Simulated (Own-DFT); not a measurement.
# Computed records: SiC (2H silicon carbide, atoms displaced), GaN (wurtzite, strained, atoms displaced)

A calculation, not a measurement: plane-wave PBE density functional theory by an unreviewed code, no spin, of a simulated periodic cell, stress positive in tension, free energy of the whole cell less one offset for each atom, forces on such cells passed a denser k mesh, this cell's mesh not checked; offsets are fitted by least squares, one for each functional and potential file, so energies compare only between cells with the same atoms and settings and are not formation energies; the far tail of each file's local potential was reset to the Coulomb form; each entry is a single point on an unrelaxed cell, so the pressure reflects the starting lattice, mostly measured values (interpolated for alloys), from which strain is counted, and rises with the displacements; printed positions are rounded, which can move forces by about a meV/angstrom; the program, named Own-DFT, is a retired in-house code; no spin-orbit coupling. Program: Own-DFT development build.

Common to all runs: functional PBE.

(1) SiC (2H silicon carbide, atoms displaced)

```
SiC
1.0
      9.2481     0.0000     0.0000
     -4.6241     8.0091     0.0000
      0.0000     0.0000    10.0681
Si C Si C Si C Si C Si C Si C Si C Si C Si C Si C Si C Si C Si C Si C Si C Si C Si C Si C
2 2 2 2 2 2 2 2 2 2 2 2 2 2 2 2 2 2 2 2 2 2 2 2 2 2 2 2 2 2 2 2 2 2 2 2
Direct
  0.00252 0.99850 0.99999
  0.10826 0.21754 0.24000
  0.00814 0.01068 0.19375
  0.11392 0.21005 0.44724
  0.01077 0.99538 0.50499
  0.12008 0.23129 0.74691
  0.99188 0.01034 0.68871
  0.12125 0.22901 0.94138
  0.99421 0.33007 0.00651
  0.11805 0.56411 0.25083
  0.99959 0.34082 0.18757
  0.11909 0.56494 0.43330
  0.99970 0.33497 0.50290
  0.11216 0.54633 0.75420
  0.99990 0.32801 0.68859
  0.09995 0.55501 0.94491
  0.99926 0.65481 0.01446
  0.10745 0.89877 0.24761
  0.00170 0.67139 0.18261
  0.10242 0.88503 0.43612
  0.01004 0.67239 0.50021
  0.09952 0.89682 0.75050
  0.00530 0.66302 0.68569
  0.10663 0.89266 0.93469
  0.34403 0.99273 0.00566
  0.42917 0.21569 0.25074
  0.33485 0.01013 0.19288
  0.43856 0.22437 0.44255
  0.33188 0.99156 0.50141
  0.45339 0.23753 0.74616
  0.34295 0.00110 0.69751
  0.45237 0.22607 0.94180
  0.34189 0.33694 0.01345
  0.44553 0.54858 0.25342
  0.32884 0.33446 0.17381
  0.44403 0.54535 0.43811
  0.33105 0.33152 0.50335
  0.45138 0.55394 0.75902
  0.34063 0.33086 0.68996
  0.44351 0.55914 0.94534
  0.33267 0.66879 0.99602
  0.44341 0.88939 0.24734
  0.32661 0.68100 0.18135
  0.44995 0.90523 0.44002
  0.33535 0.67102 0.49314
  0.44679 0.87956 0.74760
  0.32804 0.67456 0.68781
  0.44123 0.88461 0.93919
  0.66039 0.98991 0.99950
  0.78786 0.22668 0.24462
  0.65877 0.00453 0.18547
  0.76236 0.21007 0.44545
  0.67455 0.99291 0.50496
  0.77745 0.21632 0.74674
  0.65946 0.00112 0.69754
  0.77936 0.22221 0.92980
  0.65637 0.32166 0.00705
  0.77689 0.55830 0.24901
  0.65879 0.33679 0.19138
  0.77536 0.55228 0.43514
  0.66848 0.33518 0.49620
  0.78580 0.55618 0.75194
  0.66566 0.33051 0.69616
  0.76727 0.55213 0.94034
  0.66670 0.66732 0.00045
  0.79085 0.89719 0.25120
  0.67166 0.66757 0.17981
  0.77398 0.88100 0.44024
  0.64751 0.65378 0.50634
  0.76964 0.87864 0.74546
  0.66181 0.67114 0.68481
  0.77979 0.89843 0.93049
```

```
potential files                   : PseudoDojo norm-conserving, scalar-relativistic, standard set
wave cutoff                       : 42 hartree
occupations                       : Fermi-Dirac
smearing width                    : 0.1 eV
hardware                          : one NVIDIA H100
k mesh                            : 4 x 4 x 3 centred on Gamma
free energy of cell above offsets : -3.077 eV
pressure                          : 6.21 GPa
stress xx                         : -4.65 GPa
stress yy                         : -5.32 GPa
stress zz                         : -8.66 GPa
stress yz                         : -1.54 GPa
stress xz                         : 1.44 GPa
stress xy                         : 0.17 GPa
wall time                         : 350.5 s
```

Force:
| element | x (eV/Å) | y (eV/Å) | z (eV/Å) |
| --- | --- | --- | --- |
| Si | -0.829 | 1.195 | -0.79 |
| Si | -0.169 | 3.54 | 2.619 |
| C | -1.314 | -2.177 | -2.335 |
| C | -1.893 | 2.085 | -2.247 |
| Si | -3.375 | 0.08 | 0.249 |
| Si | -0.183 | -1.086 | 1.879 |
| C | 1.476 | -1.331 | -0.239 |
| C | -0.717 | -0.239 | -0.051 |
| Si | 0.73 | 0.031 | -2.426 |
| Si | -1.214 | -0.216 | -0.671 |
| C | 1.521 | -0.262 | 0.991 |
| C | -0.153 | -1.552 | 0.626 |
| Si | 0.147 | -0.913 | -0.95 |
| Si | -1.591 | 1.399 | 0.153 |
| C | -0.095 | 1.088 | -0.203 |
| C | 3.087 | -1.16 | -1.401 |
| Si | -3.447 | 2.318 | -5.129 |
| Si | 2.409 | -1.833 | 0.555 |
| C | -0.28 | 0.262 | 4.62 |
| C | 2.509 | 0.008 | -0.393 |
| Si | -1.822 | -1.506 | -0.01 |
| Si | 3.099 | -0.759 | 0.128 |
| C | -0.916 | 0.846 | 0.517 |
| C | 1.852 | -1.404 | 1.734 |
| Si | -3.975 | 2.059 | -1.387 |
| Si | 1.58 | 2.901 | 1.191 |
| C | 0.014 | -2.943 | -0.932 |
| C | 0.779 | -0.898 | -0.855 |
| Si | -1.779 | 2.439 | 1.656 |
| Si | 1.492 | -4.038 | 2.429 |
| C | -2.255 | 0.327 | -1.467 |
| C | -1.883 | -1.471 | -0.564 |
| Si | -0.083 | -0.599 | -8.277 |
| Si | -0.542 | 1.558 | -1.68 |
| C | -0.196 | -0.033 | 8.561 |
| C | -2.551 | 0.649 | -0.463 |
| Si | 0.399 | -0.758 | 0.146 |
| Si | -1.879 | 0.165 | -0.702 |
| C | -2.306 | 2.067 | -0.529 |
| C | 0.488 | -0.444 | -0.702 |
| Si | -0.947 | -0.799 | 0.667 |
| Si | -0.585 | 1.602 | 1.56 |
| C | 2.484 | -1.988 | 0.958 |
| C | 2.412 | -3.258 | -1.333 |
| Si | 0.48 | 0.59 | 1.184 |
| Si | -2.556 | 2.344 | 1.548 |
| C | 2.202 | -3.367 | -0.671 |
| C | 1.303 | -0.502 | -0.87 |
| Si | 0.145 | 2.029 | -0.66 |
| Si | -3.515 | -0.77 | 1.94 |
| C | 2.598 | -0.209 | 0.09 |
| C | 2.753 | 1.697 | -1.518 |
| Si | -2.301 | 0.839 | 0.274 |
| Si | -0.739 | 1.178 | 0.878 |
| C | 2.454 | -1.496 | -2.284 |
| C | -0.392 | -0.695 | 2.557 |
| Si | 1.71 | 2.139 | -1.22 |
| Si | 0.379 | -0.39 | -0.075 |
| C | 1.226 | -0.863 | 0.341 |
| C | 0.234 | 1.039 | 0.823 |
| Si | -0.951 | -0.769 | 1.174 |
| Si | -0.581 | -0.386 | 0.17 |
| C | 1.299 | 1.679 | -2.389 |
| C | 1.812 | -0.091 | 0.057 |
| Si | 0.184 | 0.91 | -1.186 |
| Si | -2.67 | -1.531 | 0.153 |
| C | -1.035 | 0.936 | 2.493 |
| C | 1.103 | -0.126 | -0.173 |
| Si | 3.531 | 1.681 | -1.757 |
| Si | -0.472 | 3.224 | 1.038 |
| C | 1.313 | -2.087 | 1.077 |
| C | 0.988 | -1.957 | 1.504 |

(2) GaN (wurtzite, strained, atoms displaced)

```
GaN
1.0
     12.7560     0.0000     0.0000
     -4.7835     8.2853     0.0000
      0.0000     0.0000    10.4996
Ga N Ga N Ga N Ga N Ga N Ga N Ga N Ga N Ga N Ga N Ga N Ga N Ga N Ga N Ga N Ga N Ga N Ga N Ga N Ga N Ga N Ga N Ga N Ga N
2 2 2 2 2 2 2 2 2 2 2 2 2 2 2 2 2 2 2 2 2 2 2 2 2 2 2 2 2 2 2 2 2 2 2 2 2 2 2 2 2 2 2 2 2 2 2 2
Direct
  0.07996 0.21069 0.00547
  0.17227 0.11139 0.25859
  0.09045 0.22574 0.19474
  0.16992 0.11869 0.43950
  0.08135 0.20707 0.49458
  0.16536 0.10196 0.75161
  0.08252 0.22793 0.69331
  0.16410 0.10863 0.94407
  0.08497 0.55516 0.99384
  0.15967 0.43846 0.25278
  0.08327 0.54911 0.19031
  0.16076 0.43179 0.44039
  0.07888 0.55042 0.49194
  0.16589 0.44198 0.75246
  0.08527 0.55226 0.68507
  0.16341 0.44552 0.94381
  0.08919 0.89423 0.99125
  0.17000 0.77774 0.25217
  0.08594 0.88686 0.19311
  0.16391 0.77481 0.44126
  0.08393 0.89007 0.50794
  0.16072 0.77537 0.75069
  0.08457 0.89795 0.68600
  0.16253 0.77926 0.93700
  0.33328 0.22125 0.99813
  0.41588 0.09933 0.24379
  0.33576 0.22675 0.18657
  0.41218 0.10271 0.43780
  0.32719 0.21753 0.50381
  0.42293 0.10951 0.74810
  0.33505 0.22686 0.68651
  0.41205 0.11681 0.93325
  0.33870 0.55714 0.00483
  0.42114 0.44784 0.24421
  0.33099 0.55941 0.18054
  0.42157 0.44078 0.43723
  0.33894 0.55478 0.50842
  0.41042 0.44241 0.75465
  0.33524 0.54746 0.69448
  0.42320 0.44661 0.93244
  0.33735 0.89332 0.00425
  0.41740 0.77650 0.25460
  0.34458 0.91014 0.18840
  0.40829 0.76857 0.43220
  0.33253 0.89352 0.49660
  0.41368 0.77634 0.74359
  0.33516 0.89490 0.68727
  0.40865 0.77610 0.94149
  0.58256 0.22271 0.00271
  0.66347 0.10653 0.24928
  0.57858 0.22358 0.19675
  0.65292 0.10322 0.43747
  0.58685 0.22488 0.50617
  0.65947 0.11419 0.75056
  0.58488 0.23148 0.68882
  0.66541 0.11011 0.93847
  0.58739 0.55121 0.99075
  0.66580 0.43677 0.25370
  0.58780 0.55787 0.19866
  0.66537 0.44737 0.43631
  0.57816 0.55149 0.50069
  0.66345 0.43862 0.75325
  0.58474 0.55026 0.68550
  0.67146 0.45152 0.94375
  0.59177 0.89551 0.00395
  0.66193 0.76713 0.25338
  0.58234 0.88565 0.18970
  0.67049 0.78616 0.42643
  0.58410 0.89009 0.50248
  0.66731 0.77604 0.74150
  0.57881 0.88745 0.68016
  0.66350 0.77140 0.94004
  0.83740 0.22064 0.99441
  0.91692 0.11083 0.25389
  0.82775 0.20900 0.18163
  0.91566 0.10462 0.44489
  0.84074 0.22210 0.49977
  0.91151 0.10356 0.74912
  0.83680 0.23066 0.68163
  0.92007 0.10569 0.94165
  0.83418 0.54699 0.99709
  0.91815 0.44573 0.25310
  0.83189 0.55918 0.19064
  0.92165 0.45400 0.44232
  0.83892 0.56506 0.49173
  0.91440 0.44422 0.74944
  0.82718 0.55285 0.68356
  0.91702 0.44843 0.93319
  0.83514 0.89128 0.00542
  0.91973 0.78793 0.25131
  0.83946 0.89032 0.18317
  0.91735 0.78241 0.43600
  0.83458 0.89452 0.49699
  0.91702 0.77321 0.75299
  0.82930 0.88939 0.68887
  0.91730 0.78356 0.94958
```

```
potential files                   : PseudoDojo norm-conserving, scalar-relativistic, standard set with the stringent files for Ga
wave cutoff                       : 96 hartree
occupations                       : Gaussian
smearing width                    : 0.01 eV
k mesh                            : 3 x 4 x 3 centred on Gamma
free energy of cell above offsets : -4.590 eV
pressure                          : 4.94 GPa
stress xx                         : -5.01 GPa
stress yy                         : -7.46 GPa
stress zz                         : -2.34 GPa
stress yz                         : -1.12 GPa
stress xz                         : 0.4 GPa
stress xy                         : 0.98 GPa
```

Force:
| element | x (eV/Å) | y (eV/Å) | z (eV/Å) |
| --- | --- | --- | --- |
| Ga | 0.055 | 1.804 | 0.35 |
| Ga | -0.002 | -0.151 | -1.549 |
| N | -0.807 | -1.55 | -0.44 |
| N | 0.662 | -2.166 | 0.06 |
| Ga | -1.273 | 2.33 | 1.994 |
| Ga | -0.554 | 3.009 | 0.59 |
| N | 0.625 | -1.993 | -0.816 |
| N | 0.74 | 0.941 | -1.352 |
| Ga | -0.556 | 0.428 | 1.151 |
| Ga | 1.632 | 0.806 | 0.247 |
| N | -0.76 | 1.076 | -0.659 |
| N | 0.415 | 0.834 | -0.01 |
| Ga | 2.333 | 0.692 | 1.604 |
| Ga | -0.166 | 0.284 | 0.491 |
| N | -0.859 | 0.753 | 0.179 |
| N | 1.559 | -1.074 | -0.722 |
| Ga | -1.165 | -1.08 | 2.406 |
| Ga | -0.323 | 0.015 | -0.198 |
| N | 0.199 | 0.595 | -0.625 |
| N | -0.026 | 0.394 | -0.257 |
| Ga | 0.035 | -0.144 | -2.004 |
| Ga | 1.24 | -0.138 | -0.47 |
| N | -0.071 | -2.143 | 0.706 |
| N | 1.363 | -0.234 | -0.141 |
| Ga | -0.799 | 0.827 | 0.702 |
| Ga | -1.385 | 5.997 | 3.172 |
| N | 0.281 | -0.493 | -0.064 |
| N | -0.015 | 1.845 | -0.165 |
| Ga | 1.881 | 0.859 | -0.346 |
| Ga | -1.945 | 0.512 | 0.135 |
| N | 0.075 | -1.166 | 0.74 |
| N | 1.957 | -0.708 | 0.29 |
| Ga | -0.741 | -0.166 | -1.441 |
| Ga | -0.745 | -0.163 | 0.689 |
| N | 0.442 | -0.368 | 2.13 |
| N | -1.796 | -0.205 | -0.256 |
| Ga | -0.843 | -0.906 | -1.257 |
| Ga | 2.292 | -0.483 | -0.616 |
| N | -1.837 | 1.562 | -0.959 |
| N | -0.883 | -0.45 | 1.436 |
| Ga | -0.801 | -0.069 | -0.739 |
| Ga | -0.206 | -0.192 | -1.378 |
| N | -0.359 | -7.016 | -1.651 |
| N | 0.549 | 0.467 | 1.787 |
| Ga | 0.332 | -1.409 | 0.644 |
| Ga | -0.169 | -0.213 | 1.379 |
| N | -0.352 | -1.043 | -0.259 |
| N | 1.654 | 0.531 | -1.036 |
| Ga | -0.394 | 0.12 | 0.44 |
| Ga | -0.182 | 0.116 | 0.355 |
| N | 1.508 | -0.599 | -1.848 |
| N | 2.109 | 1.065 | -0.144 |
| Ga | -1.24 | 0.31 | -1.43 |
| Ga | 1.728 | -0.46 | -0.4 |
| N | 0.388 | -1.347 | 0.018 |
| N | 0.048 | 0.716 | -0.448 |
| Ga | -1.367 | 1.078 | 1.987 |
| Ga | -0.245 | 1.365 | -0.013 |
| N | 0.005 | -1.337 | -2.195 |
| N | 0.923 | -0.306 | 0.866 |
| Ga | 1.344 | 0.843 | -0.223 |
| Ga | 0.045 | 1.879 | 0.106 |
| N | -0.973 | 0.457 | 0.503 |
| N | 0.763 | -1.976 | -1.239 |
| Ga | -1.059 | -1.664 | -0.212 |
| Ga | 0.538 | 1.837 | -1.647 |
| N | 0.132 | 0.093 | -0.214 |
| N | -0.277 | -0.521 | 3.102 |
| Ga | -0.389 | -0.682 | -1.732 |
| Ga | -0.927 | -0.605 | 1.235 |
| N | 0.462 | 0.337 | 1.594 |
| N | 0.315 | 1.18 | -0.826 |
| Ga | -0.204 | 0.168 | 0.332 |
| Ga | 0.344 | -0.311 | -0.719 |
| N | 0.126 | 1.375 | 0.902 |
| N | -0.132 | 1.33 | -1.555 |
| Ga | -1.862 | 0.419 | -0.133 |
| Ga | 0.437 | 1.481 | 0.375 |
| N | -0.609 | -1.523 | 1.197 |
| N | -1.289 | 0.481 | -1.015 |
| Ga | -0.538 | 2.013 | 1.639 |
| Ga | -0.744 | -0.171 | -0.763 |
| N | 0.895 | -0.611 | -0.197 |
| N | -1.21 | -2.099 | -1.255 |
| Ga | -1.337 | -0.933 | 0.88 |
| Ga | 0.409 | 0.596 | -0.897 |
| N | 0.911 | 0.558 | 0.379 |
| N | 0.829 | -1.102 | 0.222 |
| Ga | -0.644 | -0.91 | -0.735 |
| Ga | 0.842 | -1.058 | -0.625 |
| N | -1.4 | 0.39 | 1.653 |
| N | 0.311 | 0.762 | 0.603 |
| Ga | -0.297 | -2.216 | 0.774 |
| Ga | -1.095 | 0.155 | 0.419 |
| N | 1.211 | -0.384 | -0.716 |
| N | 0.909 | -1.149 | -1.873 |
